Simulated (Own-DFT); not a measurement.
# One host, several defects: zincblende GaAs

The numbers are computed, not measured, by runs of the plane-wave DFT program Own-DFT (in-house, retired, unreviewed) at fixed positions, with no spin and no spin-orbit coupling.

All runs used: PBE; PseudoDojo norm-conserving scalar-relativistic files; cutoff 42 hartree; 3 x 3 x 3 k mesh centred on Gamma; Fermi-Dirac smearing of 0.1 eV.

Caveats (not all hold for every row): not probed for a lower state with spin; forces not confirmed at this smearing and k mesh; stress not checked against mesh or cutoff.

All runs share one cell, with vectors in Å (11.737, 0.000, 0.000); (0.000, 11.737, 0.000); (0.000, 0.000, 10.833) and a volume of 1492.4 Å³, strained against the parent crystal. u is the rms random offset of the atoms per axis. The defect's site can differ from row to row.

| cell | formula | u (Å) | P (GPa) |
|---|---|---|---|
| no defect | As32Ga32 | 0.0302 | 1.28 |
| no defect | As32Ga32 | 0.0310 | 1.25 |
| no defect | As32Ga32 | 0.0478 | 1.51 |
| one As vacancy and one Ga vacancy | As31Ga31 | 0.0290 | 0.94 |
| one As vacancy and one Ga vacancy | As31Ga31 | 0.0461 | 1.10 |
| one As vacancy and one Ga vacancy | As31Ga31 | 0.0545 | 1.38 |
| one P on an As site | As31Ga32P | 0.0291 | 0.97 |
| one P on an As site | As31Ga32P | 0.0301 | ? |
| one P on an As site | As31Ga32P | 0.0313 | 1.03 |
| one P on an As site | As31Ga32P | 0.0320 | 1.03 |
| one In on a Ga site | As32Ga31In | 0.0471 | 2.19 |
| one In on a Ga site | As32Ga31In | 0.0475 | 2.26 |
| one In on a Ga site | As32Ga31In | 0.0557 | 2.15 |
| one Al on a Ga site | AlAs32Ga31 | 0.0306 | 1.23 |
| one Al on a Ga site | AlAs32Ga31 | 0.0308 | 1.23 |
| one Al on a Ga site | AlAs32Ga31 | 0.0446 | 1.44 |

## Worked fit

P = P0 + c u² + a shift for each defect gives P0 = 1.11 GPa, c = 168 ± 33 GPa/Å² and a scatter of 0.07 GPa. The shifts, and each times the cell's volume:

- one In on a Ga site: 0.66 ± 0.07 GPa, 6.2 eV
- one Al on a Ga site: -0.03 ± 0.06 GPa, -0.3 eV (not resolved)
- one P on an As site: -0.26 ± 0.06 GPa, -2.4 eV
- one As vacancy and one Ga vacancy: -0.31 ± 0.06 GPa, -2.9 eV

Positive is outwards. The product with the volume (160.2 GPa Å³ to the eV) is nearly free of the cell's size; divided by the bulk modulus at the cell's pressure it gives the volume that the defect adds. The atoms around the defects weren't relaxed, which would change these numbers.

## Test on the hidden row

Asked: what pressure belongs in the blank (one P on an As site, u = 0.0301 Å)?

Estimate: 1.00 ± 0.08 GPa. The hidden result is 1.01 GPa.
